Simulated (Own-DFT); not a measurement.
Hf31SiO64 (monoclinic hafnia with substituted atoms, atoms displaced) (calculated)

A calculation, not a measurement: plane-wave PBE and HSE06 DFT by an unreviewed code, no spin, of a simulated cell at Gamma alone, so results move with cell size and shape, stress positive in tension, energies less offsets, not probed for a lower state with spin; hafnium file: forces about 75 meV/angstrom off all-electron values; oxygen file: force components 24 meV/angstrom off all-electron in a glass; k mesh not checked against a denser one; forces and stress are PBE's, HSE06 gives the energy alone, and its difference from PBE has offsets of its own; offsets are fitted by least squares, one for each functional and potential file, so energies compare only between cells with the same atoms and settings and are not formation energies; the far tail of each file's local potential was reset to the Coulomb form; each entry is a single point on an unrelaxed cell, so the pressure reflects the starting lattice, mostly measured values, from which strain is counted, and rises with the displacements; printed positions are rounded, which can move forces by about a meV/angstrom; the program is a retired in-house code; no spin-orbit coupling. Program: Own-DFT development build.

```cif
# cell vector a (Å): 10.2340 0.0000 0.0000
# cell vector b (Å): 0.0000 10.3500 0.0000
# cell vector c (Å): -1.6955 0.0000 10.4453
data_Hf31SiO64
_symmetry_space_group_name_H-M 'P 1'
_symmetry_Int_Tables_number 1
_cell_length_a 10.2340
_cell_length_b 10.3500
_cell_length_c 10.5820
_cell_angle_alpha 90.000
_cell_angle_beta 99.220
_cell_angle_gamma 90.000
_cell_volume 1106.39
loop_
_atom_site_label
_atom_site_type_symbol
_atom_site_fract_x
_atom_site_fract_y
_atom_site_fract_z
_atom_site_occupancy
Si1 Si 0.13794 0.01839 0.10511 1
Hf1 Hf 0.36605 0.27602 0.13984 1
Hf2 Hf 0.36562 0.47673 0.39750 1
Hf3 Hf 0.13685 0.23488 0.35726 1
O1 O 0.03479 0.17223 0.18252 1
O2 O 0.46143 0.42496 0.07706 1
O3 O 0.46414 0.32960 0.32704 1
O4 O 0.02841 0.08035 0.41644 1
O5 O 0.21867 0.37527 0.24588 1
O6 O 0.27013 0.12414 0.01355 1
O7 O 0.28317 0.12023 0.25626 1
O8 O 0.21680 0.37151 0.49593 1
Hf4 Hf 0.14432 0.02149 0.61148 1
Hf5 Hf 0.35716 0.26938 0.64637 1
Hf6 Hf 0.36808 0.48155 0.89777 1
Hf7 Hf 0.14067 0.22655 0.85519 1
O9 O 0.04329 0.16212 0.67586 1
O10 O 0.46786 0.41029 0.58366 1
O11 O 0.46698 0.33421 0.82969 1
O12 O 0.03555 0.07680 0.92956 1
O13 O 0.23014 0.38823 0.74900 1
O14 O 0.28385 0.12543 0.51576 1
O15 O 0.27243 0.11909 0.75626 1
O16 O 0.23291 0.37352 0.99191 1
Hf8 Hf 0.13985 0.51726 0.10504 1
Hf9 Hf 0.36266 0.78185 0.14789 1
Hf10 Hf 0.37505 0.97638 0.38964 1
Hf11 Hf 0.12802 0.73179 0.35179 1
O17 O 0.03610 0.66491 0.16696 1
O18 O 0.46102 0.91762 0.08230 1
O19 O 0.46712 0.83745 0.32067 1
O20 O 0.03647 0.58857 0.42758 1
O21 O 0.21845 0.87808 0.23529 1
O22 O 0.28083 0.62411 0.01197 1
O23 O 0.28081 0.61434 0.25528 1
O24 O 0.22422 0.87402 0.49246 1
Hf12 Hf 0.13092 0.52289 0.60235 1
Hf13 Hf 0.36256 0.77645 0.64284 1
Hf14 Hf 0.35324 0.98770 0.88459 1
Hf15 Hf 0.14146 0.72885 0.84987 1
O25 O 0.03670 0.66203 0.67431 1
O26 O 0.46234 0.91819 0.57920 1
O27 O 0.45918 0.83256 0.82071 1
O28 O 0.04233 0.58109 0.92812 1
O29 O 0.22705 0.87107 0.74040 1
O30 O 0.27155 0.62627 0.50430 1
O31 O 0.27557 0.61792 0.75835 1
O32 O 0.22046 0.87186 0.98679 1
Hf16 Hf 0.63850 0.01356 0.10139 1
Hf17 Hf 0.87037 0.26792 0.14291 1
Hf18 Hf 0.86306 0.48514 0.39908 1
Hf19 Hf 0.64738 0.22830 0.35328 1
O33 O 0.53376 0.16390 0.17651 1
O34 O 0.96347 0.41150 0.07597 1
O35 O 0.96377 0.32948 0.32505 1
O36 O 0.53367 0.08445 0.41750 1
O37 O 0.71803 0.36936 0.23998 1
O38 O 0.76914 0.12653 0.01121 1
O39 O 0.76155 0.11819 0.26175 1
O40 O 0.72484 0.37994 0.48881 1
Hf20 Hf 0.63410 0.01522 0.59763 1
Hf21 Hf 0.86601 0.27165 0.64666 1
Hf22 Hf 0.85792 0.47913 0.89357 1
Hf23 Hf 0.63753 0.22694 0.85393 1
O41 O 0.53423 0.16627 0.68053 1
O42 O 0.96476 0.42211 0.58084 1
O43 O 0.95456 0.33684 0.82443 1
O44 O 0.54164 0.08793 0.93149 1
O45 O 0.72942 0.37007 0.74247 1
O46 O 0.77737 0.13104 0.51235 1
O47 O 0.77562 0.12167 0.76337 1
O48 O 0.71630 0.37592 0.99322 1
Hf24 Hf 0.64485 0.52446 0.10097 1
Hf25 Hf 0.85540 0.76977 0.14903 1
Hf26 Hf 0.86485 0.99347 0.39583 1
Hf27 Hf 0.63083 0.73026 0.35708 1
O49 O 0.54508 0.66482 0.17539 1
O50 O 0.96168 0.91190 0.07103 1
O51 O 0.96726 0.84636 0.32079 1
O52 O 0.53951 0.57820 0.42423 1
O53 O 0.71761 0.88197 0.23879 1
O54 O 0.78071 0.63580 0.00146 1
O55 O 0.78816 0.62790 0.26930 1
O56 O 0.73187 0.87984 0.49694 1
Hf28 Hf 0.63422 0.51598 0.60550 1
Hf29 Hf 0.85816 0.76684 0.64193 1
Hf30 Hf 0.86646 0.98124 0.89689 1
Hf31 Hf 0.63498 0.73413 0.85280 1
O57 O 0.53262 0.66500 0.67108 1
O58 O 0.96750 0.91581 0.57308 1
O59 O 0.96333 0.83222 0.82609 1
O60 O 0.54006 0.57745 0.92410 1
O61 O 0.73066 0.88185 0.74180 1
O62 O 0.76967 0.62984 0.51702 1
O63 O 0.76942 0.62390 0.76289 1
O64 O 0.72481 0.87471 0.98725 1
_calc_first_functional 'PBE'
_calc_second_functional 'HSE06'
_calc_exact_exchange_share 0.25
_calc_screening 0.11  # 1/bohr
_calc_exchange_divergence 'Gygi-Baldereschi'
_calc_potential_files 'PseudoDojo norm-conserving, scalar-relativistic, made for PBE, standard set'
_calc_wave_cutoff 48  # hartree
_calc_occupations 'fixed'
_calc_k_mesh '1 x 1 x 1 centred on Gamma'
_calc_PBE_energy_of_cell_above_offsets '-86.675'  # eV
_calc_HSE06_less_PBE_above_offsets '0.315'  # eV
_calc_PBE_pressure 4.1  # GPa
_calc_PBE_stress_xx -4.6  # GPa
_calc_PBE_stress_yy -3.58  # GPa
_calc_PBE_stress_zz -4.11  # GPa
_calc_PBE_stress_yz 0.12  # GPa
_calc_PBE_stress_xz -0.16  # GPa
_calc_PBE_stress_xy -0.47  # GPa
```

Force:
```csv
element,x (eV/Å),y (eV/Å),z (eV/Å)
Si,-0.953,-0.193,-1.054
Hf,0.265,-1.149,1.967
Hf,-0.945,0.013,-0.518
Hf,1.215,-1.289,-0.018
O,2.319,-3.263,-1.871
O,1.3,-0.071,0.923
O,-0.14,0.469,0.181
O,2.526,1.881,1.154
O,0.445,0.067,-0.38
O,-0.665,-0.488,-0.323
O,-1.299,-0.816,-0.012
O,0.625,-0.35,-0.193
Hf,-0.88,-2.193,-3.182
Hf,1.066,1.161,0.428
Hf,-1.035,0.409,-0.55
Hf,-1.151,1.733,0.979
O,-1.354,1.376,0.319
O,-0.432,0.176,-0.799
O,-0.149,-0.531,-0.168
O,2.012,1.335,1.171
O,-0.855,-1.936,-0.862
O,-0.811,0.233,-0.385
O,0.411,0.532,1.065
O,-1.222,-1.325,-0.459
Hf,0.61,0.974,-0.217
Hf,-1.198,-3.099,-2.127
Hf,-3.71,2.345,0.517
Hf,1.424,0.243,-0.384
O,-0.758,0.401,1.064
O,0.578,0.659,-1.249
O,0.399,-0.819,0.732
O,-1.392,-0.387,-0.739
O,0.028,1.615,-0.946
O,0.059,1.338,-0.014
O,-0.188,0.562,0.796
O,0.294,-0.305,-0.706
Hf,2.939,0.005,1.301
Hf,-0.984,-2.826,-0.464
Hf,1.762,-2.008,3.218
Hf,-0.957,-1.12,1.443
O,-1.35,1.132,-0.028
O,0.967,0.456,-0.748
O,0.259,1.009,1.122
O,-0.892,-0.253,-0.966
O,-0.548,1.802,-0.315
O,0.552,0.583,0.431
O,0.278,0.917,-0.14
O,-0.035,1.228,0.618
Hf,-0.708,1.753,0.847
Hf,-2.685,0.267,-0.042
Hf,-0.365,-1.151,-0.562
Hf,-2.075,1.318,-0.365
O,-0.214,0.052,-0.781
O,0.259,0.521,-0.365
O,-0.864,1.273,0.985
O,0.618,-0.359,0.939
O,1.032,1.705,-0.293
O,1.494,0.675,0.436
O,1.981,-0.242,-0.495
O,0.289,-0.783,0.283
Hf,0.967,1.496,1.957
Hf,-0.998,-0.233,0.108
Hf,0.25,0.925,0.688
Hf,0.29,0.562,0.471
O,-0.214,-0.841,-1.139
O,-0.737,-0.887,-0.338
O,2.778,-1.644,0.484
O,-2.706,-1.251,-1.376
O,-0.775,1.324,-0.906
O,-0.095,0.439,0.02
O,0.568,-0.03,-0.614
O,1.082,-0.316,-0.781
Hf,-0.786,-1.377,0.48
Hf,1.468,0.878,-0.653
Hf,-0.905,-2.499,0.051
Hf,1.999,-0.451,-0.365
O,-0.691,1.005,0.389
O,2.069,1.333,1.609
O,-0.255,-0.797,-0.047
O,-0.56,0.381,-0.363
O,0.378,-1.217,0.575
O,-0.597,-0.263,1.395
O,-0.622,-0.521,-0.294
O,-1.16,-1.15,-1.17
Hf,0.395,0.032,1.012
Hf,1.096,1.713,1.495
Hf,-1.177,-1.003,-0.802
Hf,0.433,-0.509,-0.196
O,-0.077,0.358,-0.121
O,0.368,-0.196,0.799
O,0.669,-0.358,-0.343
O,0.942,1.528,-0.473
O,-1.095,-0.436,-0.66
O,0.536,-0.023,-0.915
O,0.423,-0.708,-0.474
O,-0.448,-0.526,0.296
```
